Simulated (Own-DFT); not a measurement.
## Calculated data, Al3GaN4 (wurtzite random alloy, strained, atoms displaced)

All values are calculated (Own-DFT development build). A calculation, not a measurement: plane-wave PBE density functional theory by an unreviewed code, no spin, of a simulated periodic cell, stress positive in tension, free energy of the whole cell less one offset for each atom, forces on such cells passed a denser k mesh, this cell's mesh not checked; offsets are fitted by least squares, one for each functional and potential file, so energies compare only between cells with the same atoms and settings and are not formation energies; the far tail of each file's local potential was reset to the Coulomb form; each entry is a single point on an unrelaxed cell, so the pressure reflects the starting lattice, mostly measured values, from which strain is counted, and rises with the displacements; printed positions are rounded, which can move forces by about a meV/angstrom; the program is a retired in-house code; no spin-orbit coupling.

Common to all runs: functional PBE; potential files PseudoDojo norm-conserving, scalar-relativistic, standard set with the stringent files for Ga; wave cutoff 96 hartree; occupations Gaussian; smearing width 0.01 eV; k mesh 4 x 4 x 3 centred on Gamma.

(1) Al3GaN4 (wurtzite random alloy, strained, atoms displaced)

```
cell vectors (Å)
   9.3233     0.0000     0.0000
  -4.6616     8.0742     0.0000
   0.0000     0.0000    10.0655
atoms (fractions of the cell vectors)
Al  0.10086  0.21674  0.00232
Al  0.22950  0.11000  0.24579
N   0.10811  0.22377  0.17701
N   0.22051  0.11727  0.43206
Ga  0.11105  0.21663  0.50402
Al  0.22508  0.11170  0.74818
N   0.10368  0.21764  0.69056
N   0.22805  0.10582  0.93620
Al  0.10967  0.56181  0.99855
Al  0.22386  0.44381  0.25421
N   0.10728  0.55487  0.19142
N   0.21818  0.44690  0.43706
Al  0.10613  0.55659  0.49055
Ga  0.21947  0.44100  0.74648
N   0.11230  0.55432  0.68464
N   0.21538  0.44494  0.93438
Al  0.12059  0.89507  0.99869
Al  0.22538  0.77951  0.25189
N   0.10796  0.88374  0.18496
N   0.21630  0.77281  0.44459
Al  0.11081  0.89112  0.50393
Ga  0.23141  0.78197  0.74592
N   0.11292  0.87936  0.68756
N   0.20928  0.77582  0.93707
Al  0.43566  0.21357  0.00143
Al  0.56322  0.11596  0.24131
N   0.44624  0.23283  0.18686
N   0.55497  0.10610  0.43847
Ga  0.44929  0.22494  0.49186
Al  0.54640  0.11335  0.74424
N   0.44953  0.22590  0.68373
N   0.56454  0.12165  0.94206
Al  0.44599  0.55223  0.01143
Ga  0.54663  0.44464  0.24629
N   0.45829  0.57463  0.18639
N   0.55294  0.45380  0.43099
Ga  0.45304  0.56491  0.50625
Al  0.56492  0.44459  0.75351
N   0.44323  0.56360  0.68830
N   0.55603  0.44750  0.93198
Al  0.45587  0.89641  0.99563
Al  0.56268  0.78617  0.24917
N   0.44364  0.88991  0.19481
N   0.55101  0.77569  0.43732
Ga  0.44065  0.88364  0.49502
Ga  0.56938  0.78538  0.75144
N   0.45375  0.88019  0.68991
N   0.54386  0.78217  0.94197
Al  0.76460  0.21918  0.99719
Al  0.88886  0.11845  0.25030
N   0.77041  0.21691  0.19326
N   0.89544  0.11244  0.45297
Al  0.76570  0.21462  0.49954
Al  0.88431  0.11988  0.75222
N   0.77231  0.22573  0.69095
N   0.89526  0.11758  0.93657
Al  0.78618  0.55158  0.99719
Ga  0.88870  0.44480  0.24652
N   0.78011  0.55830  0.19055
N   0.88982  0.44482  0.44508
Al  0.78338  0.55708  0.50608
Al  0.89644  0.43882  0.74648
N   0.77206  0.55345  0.68279
N   0.88321  0.44366  0.94315
Al  0.78870  0.90049  0.01040
Al  0.89339  0.77660  0.24572
N   0.78665  0.89812  0.19137
N   0.87893  0.76040  0.43962
Al  0.78153  0.90177  0.50125
Al  0.89415  0.78476  0.75269
N   0.78203  0.89250  0.69881
N   0.89248  0.78706  0.93778
```

Results for Al3GaN4 (wurtzite random alloy, strained, atoms displaced): free energy of cell above offsets -21.119 eV; pressure 10.12 GPa; stress xx -11.37 GPa; stress yy -10.08 GPa; stress zz -8.91 GPa; stress yz -0.05 GPa; stress xz 0.76 GPa; stress xy -0.06 GPa.

Force:
```csv
element,x (eV/Å),y (eV/Å),z (eV/Å)
Al,1.618,1.848,-2.359
Al,-1.861,-0.233,-0.196
N,0.79,-0.02,3.333
N,1.531,-2.131,-0.183
Ga,0.071,2.439,-0.036
Al,-0.402,-0.208,-0.186
N,1.021,-1.057,0.927
N,-1.541,0.948,-0.116
Al,0.702,-1.055,0.196
Al,-0.223,0.525,-1.137
N,1.891,0.867,-0.653
N,0.372,-0.169,-0.001
Al,1.071,-0.862,1.627
Ga,0.549,0.872,0.328
N,-0.999,-0.085,-0.643
N,0.835,-0.274,2.33
Al,-1.597,-1.224,-0.038
Al,-0.633,-0.586,-0.009
N,1.072,1.253,0.615
N,-0.905,1.213,-1.521
Al,-0.448,-0.747,-1.319
Ga,0.439,-1.609,0.603
N,-1.744,2.467,-0.2
N,2.343,0.755,0.666
Al,0.905,2.241,-0.714
Al,-2.519,-1.196,1.633
N,0.828,-2.977,-0.617
N,-0.071,0.603,-1.575
Ga,-0.771,0.891,0.079
Al,1.99,-1.017,0.657
N,-1.45,-0.23,0.832
N,-3.022,-2.222,-1.373
Al,-1.119,0.722,-3.727
Ga,1.418,2.015,0.479
N,-1.793,-1.428,1.083
N,2.041,-0.983,1.522
Ga,-1.063,-1.338,-0.757
Al,-1.935,0.561,-1.373
N,1.994,-1.443,1.379
N,0.346,-0.654,2.381
Al,-3.041,-0.195,1.153
Al,0.009,0.221,0.393
N,0.183,0.778,-1.173
N,1.871,2.105,-0.975
Ga,-0.118,-0.111,0.967
Ga,-0.575,-2.016,1.502
N,-2.352,3.254,-0.527
N,3.667,-1.136,0.842
Al,3.872,1.844,0.954
Al,1.227,-0.313,0.725
N,1.548,0.558,-1.57
N,-2.889,0.279,-2.808
Al,1.708,1.653,0.538
Al,0.818,-1.1,-0.335
N,0.016,-1.113,-0.354
N,-2.153,-0.726,0.657
Al,-3.107,1.964,0.638
Ga,-0.57,0.009,1.295
N,-0.554,0.054,-1.593
N,-0.986,-1.541,-0.438
Al,-1.071,-1.354,-1.629
Al,-1.589,1.732,0.342
N,1.527,0.702,2.366
N,2.099,-1.048,-1.332
Al,-0.847,-1.105,-2.276
Al,-0.844,-0.11,1.186
N,-0.172,-0.214,0.915
N,0.06,3.949,-0.468
Al,0.544,-3.413,0.572
Al,0.026,-1.133,-0.37
N,1.665,1.738,-2.124
N,0.299,-0.681,0.99
```

(2) Al3GaN4 (wurtzite random alloy, strained, atoms displaced)

```
cell vectors (Å)
   9.3233     0.0000     0.0000
  -4.6616     8.0742     0.0000
   0.0000     0.0000    10.0655
atoms (fractions of the cell vectors)
Al  0.10749  0.21603  0.99725
Al  0.21655  0.11524  0.25616
N   0.10861  0.22542  0.18478
N   0.23047  0.10314  0.43366
Al  0.10574  0.22560  0.49649
Al  0.21642  0.11237  0.75700
N   0.10932  0.21039  0.68451
N   0.22217  0.11221  0.93993
Al  0.11239  0.54425  0.99425
Ga  0.22018  0.44511  0.24406
N   0.10857  0.55994  0.19465
N   0.22333  0.44752  0.43536
Al  0.11338  0.56563  0.49801
Al  0.22708  0.44302  0.75132
N   0.11031  0.55067  0.68901
N   0.22758  0.44939  0.93583
Al  0.10378  0.88800  0.99370
Al  0.22694  0.77699  0.25438
N   0.10632  0.88270  0.19030
N   0.21856  0.77790  0.44119
Al  0.11377  0.89474  0.49314
Al  0.21635  0.77177  0.75311
N   0.10635  0.89593  0.68271
N   0.22530  0.77936  0.93919
Al  0.44801  0.22417  0.00013
Al  0.55765  0.10612  0.24813
N   0.44574  0.22936  0.18672
N   0.55012  0.10164  0.43731
Ga  0.44115  0.21413  0.49829
Al  0.56628  0.11919  0.74856
N   0.44015  0.21777  0.69185
N   0.54861  0.10059  0.93119
Ga  0.43843  0.54731  0.00558
Al  0.55298  0.44710  0.24560
N   0.44784  0.55871  0.18338
N   0.55028  0.43494  0.44123
Ga  0.45331  0.57003  0.49834
Ga  0.55201  0.44044  0.74577
N   0.44053  0.55394  0.68098
N   0.55293  0.44518  0.94572
Al  0.45088  0.89196  0.00304
Ga  0.54835  0.77844  0.25432
N   0.44349  0.88992  0.20248
N   0.55317  0.78161  0.43833
Al  0.43264  0.88440  0.50107
Ga  0.55753  0.77059  0.75401
N   0.44446  0.89235  0.69247
N   0.56094  0.79191  0.93378
Al  0.78403  0.22337  0.00174
Al  0.89040  0.10060  0.24450
N   0.78528  0.22389  0.18643
N   0.88834  0.11398  0.43568
Ga  0.77596  0.22775  0.50302
Al  0.89189  0.11609  0.74044
N   0.77047  0.21409  0.69159
N   0.89306  0.11051  0.92677
Al  0.78271  0.56693  0.01056
Al  0.88287  0.44027  0.24943
N   0.78519  0.55807  0.19014
N   0.88722  0.44235  0.44432
Al  0.78157  0.56695  0.49837
Al  0.88795  0.44233  0.75882
N   0.77901  0.54708  0.69614
N   0.88041  0.44562  0.94475
Ga  0.77422  0.88782  0.99984
Al  0.89446  0.78527  0.24982
N   0.78469  0.89454  0.18489
N   0.89730  0.78582  0.44239
Al  0.77702  0.89246  0.49990
Al  0.88259  0.77661  0.75407
N   0.77502  0.88240  0.67730
N   0.88482  0.77398  0.94183
```

It finds free energy of cell above offsets -22.795 eV; pressure 9.22 GPa; stress xx -8.6 GPa; stress yy -9.63 GPa; stress zz -9.44 GPa; stress yz 0.39 GPa; stress xz -0.34 GPa; stress xy -0.27 GPa.

Force:
```csv
element,x (eV/Å),y (eV/Å),z (eV/Å)
Al,0.192,0.622,-0.208
Al,1.539,-0.566,-2.29
N,0.54,-1.47,-0.288
N,-3.332,1.011,0.071
Al,1.487,-0.021,-0.021
Al,1.715,-1.006,-1.411
N,-0.997,2.255,-0.044
N,-0.055,-0.095,0.497
Al,-2.212,2.326,1.28
Ga,-0.194,0.457,1.026
N,-0.032,-0.341,-1.536
N,-0.606,-0.177,0.858
Al,0.196,-2.145,0.433
Al,-0.74,-0.356,-1.458
N,-0.15,-0.149,0.498
N,-0.745,-2.245,-0.257
Al,1.757,-0.026,1.223
Al,-1.936,0.065,-0.601
N,0.772,1.528,-0.453
N,-0.008,0.225,-0.453
Al,0.13,-0.703,1.659
Al,0.222,1.49,-0.839
N,0.665,-1.229,1.42
N,-0.432,-0.775,0.736
Al,0.093,-0.69,-0.314
Al,-0.718,2.019,0.486
N,0.282,-1.265,0.434
N,0.646,0.022,-0.575
Ga,0.636,0.754,1.019
Al,-2.636,-2.423,0.255
N,0.02,-0.77,0.375
N,0.595,2.117,2.131
Ga,0.619,1.875,-2.032
Al,1.194,-0.267,1.004
N,0.012,0.047,2.476
N,0.742,2.557,-1.285
Ga,-0.073,-2.804,-0.646
Ga,0.199,0.189,0.757
N,-0.096,-0.515,2.021
N,1.566,-0.045,-0.543
Al,-1.524,-0.444,-0.361
Ga,1.926,-0.22,-0.677
N,-0.681,0.295,-2.833
N,0.45,1.741,0.657
Al,1.199,0.773,1.19
Ga,-1.293,1.226,-1.858
N,-0.495,-0.551,-0.924
N,-0.396,-1.879,2.259
Al,-0.995,-0.628,-1.105
Al,-1.205,2.609,1.143
N,-0.451,-1.141,0.378
N,0.664,-0.809,-0.315
Ga,-0.143,-1.248,-0.458
Al,0.005,-1.644,0.167
N,1.852,2.101,0.315
N,-0.432,1.05,0.932
Al,-0.357,-1.948,-1.393
Al,0.934,0.459,0.754
N,-1.581,0.4,1.238
N,-0.368,2.247,-1.293
Al,0.221,-1.786,0.668
Al,0.25,-0.216,-1.004
N,-0.296,1.713,-1.212
N,1.509,-0.238,-0.013
Ga,0.417,0.627,-0.669
Al,-0.061,-1.207,0.423
N,-0.266,-1.651,1.221
N,-1.597,-0.464,-1.258
Al,0.219,0.082,-1.207
Al,0.944,-0.186,-1.377
N,0.428,0.864,2.131
N,0.267,0.596,-0.925
```

(3) Al3GaN4 (wurtzite random alloy, strained, atoms displaced)

```
cell vectors (Å)
   9.3233     0.0000     0.0000
  -4.6616     8.0742     0.0000
   0.0000     0.0000    10.0655
atoms (fractions of the cell vectors)
Al  0.10321  0.21135  0.00382
Al  0.21823  0.10515  0.24496
N   0.11185  0.21730  0.19460
N   0.23120  0.11881  0.44221
Al  0.11492  0.22167  0.49918
Al  0.22233  0.10931  0.75569
N   0.10954  0.22055  0.68933
N   0.22105  0.11036  0.94299
Al  0.10386  0.54716  0.99938
Al  0.22315  0.44573  0.24977
N   0.10763  0.55333  0.19683
N   0.22589  0.44392  0.43503
Ga  0.10789  0.53785  0.50084
Al  0.22903  0.44294  0.74950
N   0.09724  0.54242  0.69433
N   0.23081  0.44266  0.93892
Al  0.10299  0.88891  0.00350
Al  0.22603  0.78211  0.25198
N   0.10239  0.88773  0.19388
N   0.22362  0.78237  0.43956
Ga  0.11592  0.89218  0.49974
Al  0.21735  0.77504  0.74593
N   0.11471  0.88108  0.69063
N   0.22219  0.76908  0.92736
Al  0.43594  0.20734  0.99275
Al  0.55915  0.10747  0.24731
N   0.44481  0.21258  0.18210
N   0.56632  0.12210  0.44219
Al  0.44152  0.21127  0.50080
Ga  0.55310  0.09660  0.75193
N   0.44136  0.22233  0.69227
N   0.55411  0.11436  0.94673
Al  0.44405  0.55721  0.00246
Al  0.55064  0.44790  0.25146
N   0.43936  0.55178  0.18630
N   0.56353  0.44655  0.45108
Al  0.45394  0.55649  0.50639
Al  0.55497  0.43450  0.75449
N   0.44082  0.55515  0.68941
N   0.56132  0.44967  0.93669
Al  0.44396  0.89035  0.99847
Ga  0.54961  0.77956  0.24809
N   0.43993  0.88403  0.19085
N   0.55985  0.77613  0.44341
Al  0.43944  0.88630  0.50453
Al  0.55964  0.77329  0.75845
N   0.44051  0.89572  0.68359
N   0.54422  0.76976  0.94121
Ga  0.78217  0.22138  0.00480
Al  0.89097  0.11313  0.25343
N   0.78236  0.22057  0.18286
N   0.88997  0.10515  0.43363
Ga  0.79298  0.23435  0.49562
Al  0.87731  0.10000  0.74983
N   0.77599  0.22140  0.69004
N   0.87939  0.11090  0.93967
Al  0.77708  0.56105  0.99914
Ga  0.89320  0.45022  0.24766
N   0.76981  0.54720  0.19274
N   0.89188  0.44279  0.43784
Al  0.79064  0.56690  0.50148
Al  0.89523  0.44458  0.75300
N   0.78471  0.55279  0.68923
N   0.89235  0.44578  0.93929
Ga  0.78379  0.88935  0.00497
Al  0.89764  0.79084  0.25727
N   0.77861  0.89719  0.17987
N   0.89755  0.79254  0.43409
Ga  0.77833  0.89526  0.50788
Al  0.87673  0.76465  0.75111
N   0.77069  0.88448  0.68495
N   0.89227  0.78272  0.93690
```

Results for Al3GaN4 (wurtzite random alloy, strained, atoms displaced): free energy of cell above offsets -22.201 eV; pressure 9.77 GPa; stress xx -10.94 GPa; stress yy -8.23 GPa; stress zz -10.13 GPa; stress yz -0.28 GPa; stress xz 0.58 GPa; stress xy -0.7 GPa.

Force:
```csv
element,x (eV/Å),y (eV/Å),z (eV/Å)
Al,-0.034,1.713,-0.44
Al,1.344,1.396,1.146
N,-0.661,0.609,-0.816
N,-0.749,-0.362,-1.46
Al,-0.036,-0.045,0.111
Al,-0.375,-0.465,-1.228
N,-0.141,-0.769,0.162
N,-0.905,-1.039,-0.252
Al,1.685,1.046,0.022
Al,-0.119,-0.592,-0.231
N,2.075,1.625,-1.908
N,1.646,-0.672,0.41
Ga,-0.327,2.332,0.628
Al,-1.617,-0.511,0.602
N,3.249,1.794,-0.711
N,-1.629,-1.067,0.543
Al,2.072,-0.517,-0.665
Al,-0.892,-0.919,0.168
N,2.005,-0.125,-1.364
N,1.256,-1.06,-0.61
Ga,-0.22,0.509,0.711
Al,1.248,-1.163,-0.113
N,-2.746,1.204,0.67
N,-0.866,0.88,2.715
Al,-0.099,2.91,1.466
Al,-0.387,0.934,0.575
N,-0.995,0.626,0.891
N,-0.406,-2.229,-1.253
Al,0.711,2.247,0.676
Ga,-0.652,3.281,0.596
N,-0.045,-0.799,0.019
N,0.963,-1.768,-0.904
Al,0.591,-1.14,-0.579
Al,1.07,-1.444,0.541
N,0.176,-0.02,0.46
N,-0.197,-0.233,-1.359
Al,-0.615,-0.246,-0.872
Al,-0.135,1.165,-1.191
N,1.374,0.348,0.603
N,-0.581,-0.751,0.77
Al,-0.518,-0.705,-0.013
Ga,1.903,-0.714,0.984
N,-1.142,1.307,-1.193
N,-1.732,-0.206,-0.233
Al,1.169,0.813,-1.558
Al,-1.851,-0.252,-1.259
N,0.978,-3.98,0.759
N,0.745,1.375,-0.08
Ga,-1.893,1.024,-1.423
Al,-0.138,-0.16,-1.194
N,-0.22,-0.484,3.346
N,0.708,1.833,0.669
Ga,-0.903,-2.652,1.39
Al,0.684,1.914,0.021
N,1.114,0.11,0.481
N,2.957,-0.708,-1.539
Al,0.73,-1.088,0.667
Ga,-1.282,-1.444,0.383
N,-0.797,2.429,-0.81
N,-1.213,2.525,-0.277
Al,-0.409,-0.878,-0.52
Al,-1.946,-1.657,0.444
N,-1.05,-0.213,0.152
N,-1.174,0.505,0.132
Ga,-1.711,-0.222,-2.29
Al,-2.263,-2.091,-1.602
N,0.84,-0.557,4.129
N,-0.293,-1.798,1.553
Ga,0.212,-0.747,-2.44
Al,1.364,1.625,-0.588
N,0.849,-0.456,3.656
N,0.245,-1.131,-0.28
```
